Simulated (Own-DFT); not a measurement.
## Calculated data, GaP (zincblende, atoms displaced)

All values are calculated (Own-DFT development build). A calculation, not a measurement: plane-wave PBE density functional theory by an unreviewed code, no spin, of a simulated periodic cell, stress positive in tension, free energy of the whole cell less one offset for each atom, forces on such cells passed a denser k mesh, this cell's mesh not checked; offsets are fitted by least squares, one for each functional and potential file, so energies compare only between cells with the same atoms and settings and are not formation energies; the far tail of each file's local potential was reset to the Coulomb form; each entry is a single point on an unrelaxed cell, so the pressure reflects the starting lattice, mostly measured values (interpolated for alloys), from which strain is counted, and rises with the displacements; printed positions are rounded, which can move forces by about a meV/angstrom; the program, named Own-DFT, is a retired in-house code; no spin-orbit coupling.

Settings shared by all entries: functional PBE; potential files PseudoDojo norm-conserving, scalar-relativistic, standard set; wave cutoff 42 hartree; occupations Fermi-Dirac; smearing width 0.1 eV; k mesh 2 x 3 x 3 centred on Gamma.

(1) GaP (zincblende, atoms displaced)

```
CELL_PARAMETERS angstrom
16.35150 0.00000 0.00000
0.00000 10.90100 0.00000
0.00000 0.00000 10.90100
ATOMIC_POSITIONS crystal
Ga 0.00003 0.99625 0.00078
Ga 0.99859 0.24782 0.25407
Ga 0.16660 0.99901 0.24884
Ga 0.16698 0.24577 0.00274
P 0.08253 0.12497 0.12410
P 0.08507 0.37547 0.37564
P 0.24995 0.12723 0.37497
P 0.24823 0.37881 0.12908
Ga 0.00033 0.00019 0.49948
Ga 0.00150 0.24981 0.74833
Ga 0.16476 0.00010 0.75056
Ga 0.16852 0.24981 0.50235
P 0.08223 0.12471 0.62422
P 0.08437 0.37429 0.87464
P 0.24987 0.12052 0.87529
P 0.25025 0.37504 0.62671
Ga 0.00119 0.50287 0.99658
Ga 0.00001 0.74925 0.24631
Ga 0.16800 0.49773 0.24990
Ga 0.16764 0.75116 0.00131
P 0.08386 0.62740 0.12418
P 0.08561 0.87448 0.37344
P 0.25048 0.62406 0.37471
P 0.25135 0.87461 0.12781
Ga 0.99892 0.49956 0.50066
Ga 0.99955 0.74880 0.74980
Ga 0.16659 0.50331 0.74771
Ga 0.16605 0.75065 0.49983
P 0.08225 0.62901 0.62752
P 0.08285 0.87273 0.87442
P 0.25171 0.62616 0.87536
P 0.25022 0.87673 0.62592
Ga 0.33268 0.99612 0.99534
Ga 0.33192 0.24843 0.25318
Ga 0.50098 0.00071 0.24951
Ga 0.49978 0.24785 0.00149
P 0.41695 0.12770 0.12303
P 0.41736 0.37533 0.37750
P 0.58178 0.12451 0.37597
P 0.58440 0.37209 0.12902
Ga 0.33292 0.00017 0.49954
Ga 0.33361 0.24936 0.75218
Ga 0.49988 0.99928 0.75113
Ga 0.50052 0.25272 0.49943
P 0.41778 0.12525 0.62661
P 0.41438 0.37488 0.87449
P 0.58201 0.12859 0.87922
P 0.57997 0.37575 0.62297
Ga 0.33183 0.49973 0.99875
Ga 0.33412 0.74969 0.25063
Ga 0.49840 0.49916 0.24784
Ga 0.50020 0.74978 0.00432
P 0.41676 0.62468 0.12347
P 0.41533 0.87650 0.37591
P 0.58450 0.62485 0.37497
P 0.58438 0.87600 0.12525
Ga 0.33380 0.50399 0.49839
Ga 0.33303 0.75061 0.75015
Ga 0.50089 0.49956 0.75042
Ga 0.49817 0.75078 0.50066
P 0.41530 0.62478 0.62823
P 0.41497 0.87614 0.87564
P 0.58538 0.62466 0.87322
P 0.58367 0.87465 0.62589
Ga 0.66714 0.99782 0.99693
Ga 0.66602 0.24604 0.24811
Ga 0.83359 0.00083 0.25107
Ga 0.83306 0.24878 0.00223
P 0.74923 0.12742 0.12542
P 0.75145 0.37469 0.37240
P 0.91661 0.12613 0.37549
P 0.91459 0.37467 0.12642
Ga 0.66649 0.99806 0.49928
Ga 0.66739 0.24995 0.74715
Ga 0.83365 0.00074 0.75119
Ga 0.83507 0.24949 0.50111
P 0.74822 0.12528 0.62532
P 0.75142 0.37260 0.86934
P 0.91666 0.12609 0.87622
P 0.91621 0.37674 0.62919
Ga 0.66979 0.50011 0.00007
Ga 0.66561 0.74789 0.24888
Ga 0.83542 0.49761 0.24916
Ga 0.83175 0.74740 0.99847
P 0.75129 0.62526 0.12327
P 0.74998 0.87525 0.36767
P 0.91552 0.62490 0.37520
P 0.91606 0.86907 0.12630
Ga 0.66743 0.50136 0.49991
Ga 0.66507 0.75150 0.74969
Ga 0.83345 0.49889 0.75106
Ga 0.83439 0.75100 0.49873
P 0.75024 0.62399 0.62383
P 0.75173 0.87493 0.87651
P 0.91779 0.62624 0.87504
P 0.91697 0.87505 0.62527
```

- free energy of cell above offsets: -53.534 eV
- pressure: 2.73 GPa
- stress xx: -2.73 GPa
- stress yy: -2.73 GPa
- stress zz: -2.72 GPa
- stress yz: -0.04 GPa
- stress xz: 0.27 GPa
- stress xy: 0.13 GPa

Force:
```tsv
element	x (eV/Å)	y (eV/Å)	z (eV/Å)
Ga	-0.206	0.076	-0.03
Ga	0.342	0.453	-0.429
Ga	0.099	0.314	0.029
Ga	0.154	0.459	-0.213
P	-0.182	-0.233	0.339
P	-0.321	-0.14	0.151
P	-0.212	-0.507	0.128
P	0.538	-0.801	-0.633
Ga	0.033	-0.208	-0.144
Ga	-0.216	0.089	0.32
Ga	0.029	-0.102	-0.091
Ga	-0.23	0.114	-0.041
P	0.268	0.006	-0.05
P	0.158	0.028	0.023
P	-0.158	0.469	-0.046
P	0.178	0.197	-0.139
Ga	-0.065	-0.439	0.436
Ga	0.123	-0.127	0.619
Ga	-0.553	0.623	0.213
Ga	0.094	-0.006	-0.118
P	0.157	-0.466	0.075
P	-0.56	0.017	0.023
P	-0.225	0.248	-0.016
P	-0.052	0.067	-0.31
Ga	0.181	0.097	0.027
Ga	-0.115	0.319	0.107
Ga	0.055	-0.188	0.305
Ga	0.275	-0.043	0.118
P	0.11	-0.436	-0.541
P	0.089	0.108	0.095
P	-0.447	0.03	-0.054
P	-0.193	-0.123	-0.104
Ga	0.054	0.406	0.774
Ga	0.38	0.438	-0.345
Ga	-0.342	0.028	-0.061
Ga	-0.101	0.758	0.037
P	-0.497	-0.583	0.273
P	-0.305	0.084	-0.328
P	0.281	0.019	0.051
P	-0.151	0.447	-0.671
Ga	0.028	0.276	0.209
Ga	-0.175	-0.173	-0.189
Ga	0.126	0.198	0.143
Ga	-0.25	-0.43	0.054
P	-0.147	0.035	-0.257
P	0.543	0.015	0.301
P	0.44	-0.49	-0.695
P	0.824	0.068	0.193
Ga	0.095	-0.065	0.204
Ga	0.039	-0.102	0.054
Ga	0.322	0.004	0.272
Ga	0.121	0.089	-0.587
P	-0.21	-0.104	0.142
P	0.294	-0.072	-0.214
P	-0.506	0.018	-0.009
P	-0.085	-0.076	-0.026
Ga	-0.032	-0.458	0.321
Ga	-0.007	0.134	0.017
Ga	-0.283	0.06	0.156
Ga	0.167	-0.168	0.011
P	0.289	0.103	-0.234
P	0.635	-0.53	-0.141
P	-0.367	-0.008	0.485
P	-0.233	0.104	-0.137
Ga	-0.013	0.398	0.282
Ga	0.088	0.249	0.603
Ga	0.111	0.077	-0.446
Ga	-0.051	0.187	-0.294
P	0.142	-0.694	-0.224
P	-0.308	-0.199	0.301
P	-0.049	-0.425	0.226
P	0.836	-0.024	-0.4
Ga	0.077	0.028	-0.169
Ga	-0.613	0.117	0.144
Ga	-0.009	0.111	-0.097
Ga	-0.342	0.273	0.099
P	0.402	-0.29	-0.26
P	-0.171	0.069	0.711
P	0.215	-0.165	-0.004
P	0.233	-0.294	-0.447
Ga	-0.29	-0.403	-0.124
Ga	0.136	0.015	-0.15
Ga	-0.394	0.378	0.115
Ga	0.346	0.119	0.089
P	-0.096	-0.227	0.38
P	-0.076	-0.138	0.817
P	0.405	0	-0.156
P	-0.215	0.705	-0.267
Ga	-0.018	-0.377	-0.116
Ga	0.543	-0.14	-0.032
Ga	0.008	0.443	-0.038
Ga	-0.367	0.074	-0.029
P	0.085	0.345	0.24
P	-0.273	-0.091	-0.419
P	-0.384	-0.144	-0.141
P	-0.053	0.105	-0.042
```

(2) GaP (zincblende, atoms displaced)

```
CELL_PARAMETERS angstrom
16.35150 0.00000 0.00000
0.00000 10.90100 0.00000
0.00000 0.00000 10.90100
ATOMIC_POSITIONS crystal
Ga 0.00151 0.00003 0.00068
Ga 0.99943 0.24959 0.24953
Ga 0.16657 0.00006 0.24856
Ga 0.16719 0.24877 0.99851
P 0.08256 0.12243 0.12504
P 0.08372 0.37410 0.37506
P 0.24752 0.12558 0.37286
P 0.25004 0.37253 0.12152
Ga 0.99733 0.00263 0.50140
Ga 0.99922 0.25146 0.75008
Ga 0.16723 0.00145 0.74904
Ga 0.16628 0.25000 0.50240
P 0.08329 0.12183 0.62259
P 0.08547 0.37425 0.87369
P 0.25048 0.12255 0.87509
P 0.24945 0.37560 0.62375
Ga 0.99986 0.49962 0.00031
Ga 0.00074 0.75141 0.24870
Ga 0.16781 0.50214 0.24884
Ga 0.16755 0.74778 0.00063
P 0.08413 0.62784 0.12630
P 0.08235 0.87392 0.37571
P 0.25070 0.62179 0.37466
P 0.24774 0.87484 0.12550
Ga 0.99928 0.50101 0.50098
Ga 0.99841 0.74808 0.74722
Ga 0.16468 0.50182 0.74794
Ga 0.16568 0.74927 0.49950
P 0.08251 0.62197 0.62510
P 0.08212 0.87692 0.87260
P 0.25032 0.62683 0.87520
P 0.25055 0.87498 0.62565
Ga 0.33240 0.99641 0.00031
Ga 0.33459 0.25125 0.25124
Ga 0.49911 0.00123 0.24762
Ga 0.49988 0.25120 0.00054
P 0.41490 0.12633 0.12370
P 0.41669 0.36954 0.37446
P 0.58427 0.12347 0.37216
P 0.58320 0.37546 0.12653
Ga 0.33259 0.99829 0.49972
Ga 0.33176 0.25000 0.74955
Ga 0.49872 0.00094 0.74908
Ga 0.49921 0.25156 0.50282
P 0.41615 0.12347 0.62717
P 0.41635 0.37526 0.87103
P 0.58403 0.12492 0.87587
P 0.58426 0.37074 0.62092
Ga 0.33374 0.49980 0.99881
Ga 0.33336 0.74917 0.24878
Ga 0.49767 0.50038 0.25101
Ga 0.49778 0.74894 0.00145
P 0.41441 0.62213 0.12225
P 0.41627 0.87417 0.37042
P 0.58282 0.62390 0.37785
P 0.58418 0.87215 0.12519
Ga 0.33360 0.49843 0.50203
Ga 0.33213 0.74978 0.75007
Ga 0.50025 0.49644 0.75055
Ga 0.50115 0.74880 0.50045
P 0.41890 0.62377 0.62389
P 0.41664 0.87330 0.87524
P 0.58378 0.62372 0.87650
P 0.58215 0.87684 0.62610
Ga 0.66836 0.00053 0.00094
Ga 0.66889 0.25033 0.24819
Ga 0.83508 0.99877 0.24956
Ga 0.83307 0.24502 0.99815
P 0.75058 0.12370 0.12566
P 0.75008 0.37353 0.37658
P 0.91455 0.12546 0.37183
P 0.91722 0.37841 0.12432
Ga 0.66765 0.99888 0.50266
Ga 0.66704 0.24933 0.74901
Ga 0.83378 0.00170 0.75116
Ga 0.83321 0.25124 0.50174
P 0.74867 0.12357 0.62546
P 0.74744 0.37409 0.87381
P 0.91642 0.12741 0.87505
P 0.91816 0.37261 0.62535
Ga 0.66563 0.49917 0.99951
Ga 0.66567 0.74949 0.24739
Ga 0.83182 0.50462 0.24953
Ga 0.83293 0.75053 0.99876
P 0.74723 0.62915 0.12552
P 0.75178 0.87525 0.37436
P 0.91817 0.62157 0.37580
P 0.91694 0.87421 0.12295
Ga 0.66542 0.50109 0.49738
Ga 0.66657 0.74658 0.75100
Ga 0.83298 0.50114 0.75401
Ga 0.83595 0.74978 0.49985
P 0.75027 0.62703 0.62309
P 0.75016 0.87819 0.87924
P 0.91465 0.62543 0.87532
P 0.91851 0.87564 0.62256
```

* free energy of cell above offsets: -53.615 eV
* pressure: 2.71 GPa
* stress xx: -2.72 GPa
* stress yy: -2.7 GPa
* stress zz: -2.71 GPa
* stress yz: 0 GPa
* stress xz: -0.18 GPa
* stress xy: -0.13 GPa

Force:
```tsv
element	x (eV/Å)	y (eV/Å)	z (eV/Å)
Ga	-0.324	-0.028	-0.26
Ga	0.076	0.171	-0.03
Ga	-0.253	-0.142	0.276
Ga	-0.124	-0.242	0.088
P	0.153	0.455	-0.037
P	-0.039	0.181	-0.043
P	0.439	0.001	0.287
P	0.088	0.294	0.345
Ga	0.307	-0.09	-0.599
Ga	0.452	-0.31	-0.014
Ga	-0.114	-0.204	0.018
Ga	-0.086	-0.05	-0.329
P	-0.123	0.476	0.396
P	-0.379	0.118	0.123
P	-0.037	0.163	-0.025
P	-0.058	-0.028	0.308
Ga	0.308	0.176	-0.135
Ga	-0.202	-0.111	0.217
Ga	-0.141	-0.471	-0.054
Ga	-0.342	0.442	-0.276
P	-0.161	-0.39	-0.257
P	0.013	0.367	0.024
P	0.062	0.361	0.18
P	0.341	-0.158	-0.029
Ga	0.217	-0.534	-0.159
Ga	0.196	0.168	0.268
Ga	0.503	-0.16	0.291
Ga	0.184	-0.066	0.03
P	-0.038	0.477	-0.143
P	0.244	-0.472	0.076
P	-0.153	-0.396	-0.173
P	-0.248	-0.16	-0.154
Ga	0.106	0.12	0.045
Ga	-0.524	-0.325	-0.266
Ga	0.181	-0.067	-0.056
Ga	-0.018	-0.042	-0.137
P	0.124	-0.178	-0.093
P	-0.017	0.718	0.312
P	-0.101	0.174	0.377
P	-0.053	0.054	0
Ga	0.057	0.172	-0.306
Ga	0.029	-0.075	-0.015
Ga	0.208	-0.076	0.408
Ga	0.142	-0.755	-0.441
P	-0.211	0.22	-0.373
P	-0.072	-0.203	0.443
P	-0.161	-0.025	-0.032
P	0.028	0.584	0.507
Ga	-0.264	-0.299	-0.289
Ga	-0.235	-0.057	-0.026
Ga	0.19	-0.098	0.028
Ga	0.365	-0.035	-0.112
P	0.256	0.222	0.392
P	0.159	-0.016	0.484
P	-0.075	0.197	-0.65
P	-0.404	0.427	-0.233
Ga	0.236	-0.013	-0.297
Ga	0.376	-0.099	-0.159
Ga	0.389	0.191	-0.313
Ga	-0.222	0.394	-0.118
P	-0.363	0.041	0.269
P	-0.043	0.113	-0.084
P	-0.369	0.017	-0.133
P	0.219	-0.342	0.054
Ga	-0.452	0.018	0.147
Ga	-0.283	-0.071	0.205
Ga	-0.245	-0.116	-0.142
Ga	-0.112	0.749	0.268
P	0.137	0.017	0.016
P	0.079	0.379	-0.251
P	0.242	0.152	0.417
P	-0.459	-0.426	0.025
Ga	-0.214	-0.06	-0.496
Ga	-0.226	-0.113	0.008
Ga	-0.002	-0.235	-0.121
Ga	-0.052	-0.274	-0.046
P	0.44	0.172	0.039
P	0.429	-0.01	0.247
P	0.365	-0.407	-0.061
P	-0.428	0.512	0.102
Ga	0.092	0.004	0.208
Ga	-0.02	0.177	0.773
Ga	-0.02	-0.362	0.021
Ga	-0.115	0.049	0.232
P	0.445	-0.532	-0.367
P	-0.243	-0.237	0.056
P	-0.145	0.532	-0.26
P	0.05	0.012	0.08
Ga	0.332	-0.255	0.306
Ga	0.039	0.534	0.037
Ga	-0.183	-0.305	-0.553
Ga	-0.174	0.039	-0.216
P	0.069	-0.322	0.132
P	0.04	-0.417	-0.721
P	0.43	0.011	0.075
P	-0.507	0.004	0.445
```
